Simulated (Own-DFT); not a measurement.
# Computed records: Si3N4 (beta silicon nitride, atoms displaced)

All values are calculated (Own-DFT development build). A calculation, not a measurement: plane-wave PBE density functional theory by an unreviewed code, no spin, of a simulated periodic cell, stress positive in tension, free energy of the whole cell less one offset for each atom, forces on such cells passed a denser k mesh, this cell's mesh not checked; offsets are fitted by least squares, one for each functional and potential file, so energies compare only between cells with the same atoms and settings and are not formation energies; the far tail of each file's local potential was reset to the Coulomb form; each entry is a single point on an unrelaxed cell, so the pressure reflects the starting lattice, mostly measured values (interpolated for alloys), from which strain is counted, and rises with the displacements; printed positions are rounded, which can move forces by about a meV/angstrom; the program, named Own-DFT, is a retired in-house code; no spin-orbit coupling.

Settings shared by all entries: functional PBE; potential files PseudoDojo norm-conserving, scalar-relativistic, standard set; wave cutoff 42 hartree; occupations Fermi-Dirac; smearing width 0.1 eV; k mesh 3 x 3 x 3 centred on Gamma.

(1) Si3N4 (beta silicon nitride, atoms displaced)

```
Si3N4
1.0
      7.6060     0.0000     0.0000
     -3.8030     6.5870     0.0000
      0.0000     0.0000     8.7270
Si N Si N Si N
6 8 6 8 6 8
Direct
  0.17553 0.77457 0.07700
  0.22595 0.39862 0.07257
  0.60325 0.83795 0.07876
  0.81869 0.21939 0.24960
  0.76304 0.60522 0.25766
  0.40038 0.16607 0.24377
  0.33688 0.04110 0.08628
  0.96866 0.29658 0.09511
  0.69793 0.66571 0.08363
  0.67113 0.97056 0.25059
  0.04320 0.70575 0.25368
  0.30055 0.32798 0.25087
  0.33658 0.66751 0.09035
  0.67002 0.34447 0.23804
  0.16747 0.75525 0.41707
  0.23027 0.39619 0.41294
  0.58397 0.82116 0.41618
  0.82380 0.22944 0.58397
  0.76754 0.59303 0.57949
  0.39901 0.17418 0.56593
  0.32908 0.02071 0.42252
  0.97021 0.31113 0.42087
  0.70519 0.68175 0.41763
  0.67712 0.97109 0.58963
  0.02136 0.70196 0.57202
  0.29704 0.33644 0.58185
  0.33292 0.66461 0.41601
  0.66266 0.34015 0.58766
  0.17892 0.75631 0.74934
  0.22584 0.39651 0.75154
  0.60579 0.83045 0.74501
  0.82531 0.22661 0.92064
  0.76900 0.59654 0.91252
  0.40022 0.16537 0.91777
  0.32770 0.03944 0.75599
  0.96640 0.29668 0.75396
  0.68567 0.65707 0.74591
  0.66793 0.95910 0.91843
  0.02576 0.69054 0.91801
  0.30116 0.33039 0.91537
  0.34351 0.67694 0.74946
  0.66431 0.32758 0.93897
```

```
free energy of cell above offsets : -3.788 eV
pressure                          : 7.32 GPa
stress xx                         : -5.36 GPa
stress yy                         : -4.95 GPa
stress zz                         : -11.63 GPa
stress yz                         : -0.91 GPa
stress xz                         : 1.45 GPa
stress xy                         : 0.26 GPa
```

Force:
| element | x (eV/Å) | y (eV/Å) | z (eV/Å) |
| --- | --- | --- | --- |
| Si | 1.174 | -1.113 | 2.641 |
| Si | 0.093 | 2.136 | 3.734 |
| Si | -0.293 | -4.531 | 2.769 |
| Si | -1.319 | 4.086 | 1.92 |
| Si | 3.27 | -1.498 | -2.926 |
| Si | 1.144 | 3.352 | 3.844 |
| N | -0.586 | -4.204 | -2.538 |
| N | 0.759 | -0.365 | -3.172 |
| N | -0.704 | 1.686 | -0.323 |
| N | -0.327 | -1.455 | 0.239 |
| N | -3.001 | -0.64 | -2.414 |
| N | -0.057 | -0.598 | -1.293 |
| N | -0.484 | 0.284 | -1.141 |
| N | 0.091 | -2.085 | 1.872 |
| Si | 1.151 | 1.07 | -0.398 |
| Si | -1.788 | 1.754 | 0.058 |
| Si | 0.612 | 1.098 | 0.565 |
| Si | -0.975 | 1.322 | 0.096 |
| Si | -1.001 | 0.339 | 0.462 |
| Si | 0.524 | 1.701 | 5.737 |
| N | 0.185 | -0.403 | -3.522 |
| N | -0.074 | -1.101 | -0.854 |
| N | -0.864 | 0.061 | 0.978 |
| N | -0.307 | 0.48 | -2.722 |
| N | 1.701 | 0.19 | 3.478 |
| N | 1.075 | -1.263 | -0.083 |
| N | -0.085 | -1.102 | 0.338 |
| N | 0.973 | -2.389 | -0.646 |
| Si | -3.033 | 2.71 | -0.646 |
| Si | 0.261 | 2.01 | -0.696 |
| Si | -1.045 | -1.561 | 2.017 |
| Si | -1.292 | 0.442 | 1.059 |
| Si | -0.576 | -2.144 | 1.625 |
| Si | 1.058 | 2.995 | 0.064 |
| N | -0.024 | -2.963 | -3.326 |
| N | 0.12 | 0.19 | -0.16 |
| N | 1.188 | 0.374 | 0.367 |
| N | 0.475 | 3.227 | -2.612 |
| N | 0.722 | 0.736 | -1.498 |
| N | 0.22 | -0.607 | -0.578 |
| N | 0.904 | -2.718 | -0.085 |
| N | 0.135 | 0.495 | -2.23 |

(2) Si3N4 (beta silicon nitride, atoms displaced)

```
Si3N4
1.0
      7.6060     0.0000     0.0000
     -3.8030     6.5870     0.0000
      0.0000     0.0000     8.7270
Si N Si N Si N
6 8 6 8 6 8
Direct
  0.18216 0.77700 0.08132
  0.21956 0.39262 0.09054
  0.59106 0.83829 0.08571
  0.82320 0.22534 0.24614
  0.76553 0.59598 0.25474
  0.39585 0.17258 0.25199
  0.33120 0.02755 0.08200
  0.95474 0.29151 0.08667
  0.71089 0.67841 0.07943
  0.66349 0.97150 0.24425
  0.03987 0.70184 0.24549
  0.30023 0.32881 0.25703
  0.33861 0.67017 0.08253
  0.66560 0.34041 0.24378
  0.17657 0.76786 0.41454
  0.24290 0.41843 0.42248
  0.59367 0.81227 0.41241
  0.83628 0.22696 0.57953
  0.75584 0.58810 0.59871
  0.40533 0.16885 0.59284
  0.33269 0.01863 0.41933
  0.96182 0.27846 0.41530
  0.68983 0.66129 0.42190
  0.64956 0.95386 0.57929
  0.02793 0.69640 0.57900
  0.30216 0.34720 0.58615
  0.33716 0.65892 0.40702
  0.67300 0.33325 0.58530
  0.17467 0.77647 0.74737
  0.23057 0.40815 0.75075
  0.58400 0.81544 0.75256
  0.81717 0.22745 0.91579
  0.77835 0.61037 0.92072
  0.40940 0.17677 0.91209
  0.33161 0.03511 0.74705
  0.96223 0.29028 0.75124
  0.70834 0.67818 0.74963
  0.66388 0.96700 0.91644
  0.03000 0.69476 0.92072
  0.29458 0.32286 0.90867
  0.32642 0.65748 0.75667
  0.66003 0.32475 0.91069
```

```
free energy of cell above offsets : -4.332 eV
pressure                          : 7.83 GPa
stress xx                         : -4.79 GPa
stress yy                         : -9.14 GPa
stress zz                         : -9.55 GPa
stress yz                         : -0.28 GPa
stress xz                         : 1.58 GPa
stress xy                         : 0.16 GPa
```

Force:
| element | x (eV/Å) | y (eV/Å) | z (eV/Å) |
| --- | --- | --- | --- |
| Si | 0.228 | -2.227 | 0.399 |
| Si | 0.352 | 1.867 | -1.848 |
| Si | 1.6 | -2.832 | -1.858 |
| Si | -2.454 | 1.038 | 2.494 |
| Si | 1.557 | 0.269 | -1.356 |
| Si | 2.838 | -0.498 | 0.175 |
| N | -0.286 | 2.371 | -0.277 |
| N | 2.678 | 1.082 | -2.126 |
| N | -2.027 | 1.13 | 2.492 |
| N | 0.367 | -0.601 | 2.672 |
| N | -1.852 | -0.609 | 1.116 |
| N | -1.185 | 0.214 | -0.756 |
| N | -0.913 | -2.097 | 0.097 |
| N | 0.313 | -1.971 | 0.548 |
| Si | 0.161 | -1.631 | -0.221 |
| Si | -1.424 | -3.881 | -1.203 |
| Si | -1.945 | 2.787 | 0.227 |
| Si | -2.944 | -1.674 | 1.29 |
| Si | 3.061 | -0.893 | -4.743 |
| Si | 0.443 | 2.812 | -4.696 |
| N | -0.532 | 3.112 | 0.278 |
| N | 2.081 | 1.681 | -1.114 |
| N | 2.079 | -0.761 | -0.065 |
| N | 0.736 | 1.439 | 0.822 |
| N | -0.22 | 0.152 | 1.1 |
| N | 3.033 | -2.419 | 0.243 |
| N | -2.28 | 2.952 | 0.239 |
| N | -1.053 | -0.899 | 0.081 |
| Si | 0.23 | -2.157 | 0.245 |
| Si | -1.44 | -1.517 | 0.618 |
| Si | -0.187 | 1.47 | -0.806 |
| Si | 0.315 | 0.014 | -0.437 |
| Si | 0.157 | -2.9 | -0.833 |
| Si | -0.871 | -0.291 | 1.585 |
| N | -0.346 | -2.41 | 2.337 |
| N | 1.238 | 0.505 | -0.091 |
| N | -1.17 | 0.65 | 3.058 |
| N | -0.043 | 0.12 | -0.671 |
| N | 0.905 | 1.042 | -1.692 |
| N | -0.356 | 0.078 | 2.676 |
| N | -1.151 | 2.406 | -0.305 |
| N | 0.308 | 3.078 | 0.304 |

(3) Si3N4 (beta silicon nitride, atoms displaced)

```
Si3N4
1.0
      7.6060     0.0000     0.0000
     -3.8030     6.5870     0.0000
      0.0000     0.0000     8.7270
Si N Si N Si N
6 8 6 8 6 8
Direct
  0.18321 0.75950 0.08338
  0.23038 0.40117 0.08171
  0.60089 0.82336 0.08455
  0.82250 0.22575 0.24726
  0.76202 0.59126 0.24908
  0.39798 0.16733 0.26214
  0.32491 0.03284 0.07877
  0.95916 0.31111 0.08427
  0.70706 0.66566 0.08608
  0.67242 0.96853 0.25780
  0.02915 0.69469 0.23881
  0.30756 0.33568 0.24728
  0.32849 0.65763 0.07994
  0.66709 0.33097 0.24799
  0.16908 0.76282 0.42398
  0.23105 0.39352 0.40690
  0.59159 0.81688 0.41710
  0.82697 0.23396 0.58930
  0.77470 0.60275 0.59620
  0.40759 0.17890 0.58199
  0.33049 0.02708 0.40925
  0.98464 0.30257 0.41431
  0.69852 0.66883 0.41359
  0.66669 0.97143 0.57979
  0.02699 0.68922 0.58271
  0.30910 0.33329 0.58816
  0.34064 0.67457 0.41327
  0.66963 0.32464 0.59143
  0.18291 0.76117 0.74816
  0.22678 0.40366 0.74878
  0.60329 0.82614 0.75656
  0.83214 0.24577 0.92700
  0.76526 0.60096 0.91885
  0.41217 0.18036 0.91048
  0.33097 0.04108 0.75830
  0.97962 0.30862 0.74829
  0.68532 0.65392 0.74724
  0.66446 0.95819 0.90826
  0.03756 0.69983 0.91205
  0.28959 0.33574 0.91360
  0.34754 0.67389 0.75572
  0.66321 0.32860 0.92514
```

```
free energy of cell above offsets : -2.979 eV
pressure                          : 8.46 GPa
stress xx                         : -11.1 GPa
stress yy                         : -3.76 GPa
stress zz                         : -10.53 GPa
stress yz                         : -0.85 GPa
stress xz                         : 1.37 GPa
stress xy                         : 1.32 GPa
```

Force:
| element | x (eV/Å) | y (eV/Å) | z (eV/Å) |
| --- | --- | --- | --- |
| Si | -3.027 | 2.652 | -1.004 |
| Si | -1.072 | 0.117 | 0.04 |
| Si | -1.455 | -0.003 | 0.049 |
| Si | -0.49 | 1.124 | 2.445 |
| Si | 3.038 | -0.973 | 1.256 |
| Si | 1.68 | 1.947 | -6.757 |
| N | 0.4 | -0.47 | 1.271 |
| N | 3.936 | 0.472 | 1.644 |
| N | -2.744 | 1.676 | -0.972 |
| N | 0.296 | -0.588 | -2.569 |
| N | -0.405 | 0.015 | 3.178 |
| N | 0.522 | -0.79 | -1.014 |
| N | 3.218 | 0.652 | 0.51 |
| N | -1.083 | -0.561 | 0.95 |
| Si | 1.053 | -0.221 | -4.13 |
| Si | 0.131 | 3.406 | 3.327 |
| Si | -0.094 | 1.89 | 1.013 |
| Si | 1.756 | -1.021 | -1.955 |
| Si | 0.267 | -3.223 | -4.722 |
| Si | 1.345 | -1.357 | 1.11 |
| N | -0.753 | -1.726 | 5.211 |
| N | -3.293 | -1.646 | 0.276 |
| N | 1.435 | -0.751 | 1.851 |
| N | 0.952 | -0.662 | 1.466 |
| N | 0.54 | 0.969 | 1.511 |
| N | -1.284 | 0.478 | -2.064 |
| N | -1.389 | -2.787 | 0.321 |
| N | -1.956 | 2.714 | -0.425 |
| Si | -0.872 | 2.039 | 1.053 |
| Si | 1.74 | 2.041 | -0.522 |
| Si | -1.322 | -0.514 | -5.037 |
| Si | -0.982 | -2.339 | -4.544 |
| Si | 3.422 | -1.751 | -0.722 |
| Si | -2.123 | -0.122 | 3.615 |
| N | -0.021 | -3.255 | -4.454 |
| N | -2.668 | -1.215 | 1.389 |
| N | -0.156 | 1.115 | 2.756 |
| N | 1.022 | 4.225 | 5.23 |
| N | -1.578 | -0.916 | 0.213 |
| N | 2.712 | -1.523 | 0.747 |
| N | -0.877 | -1.766 | -0.876 |
| N | 0.18 | 2.648 | -0.666 |
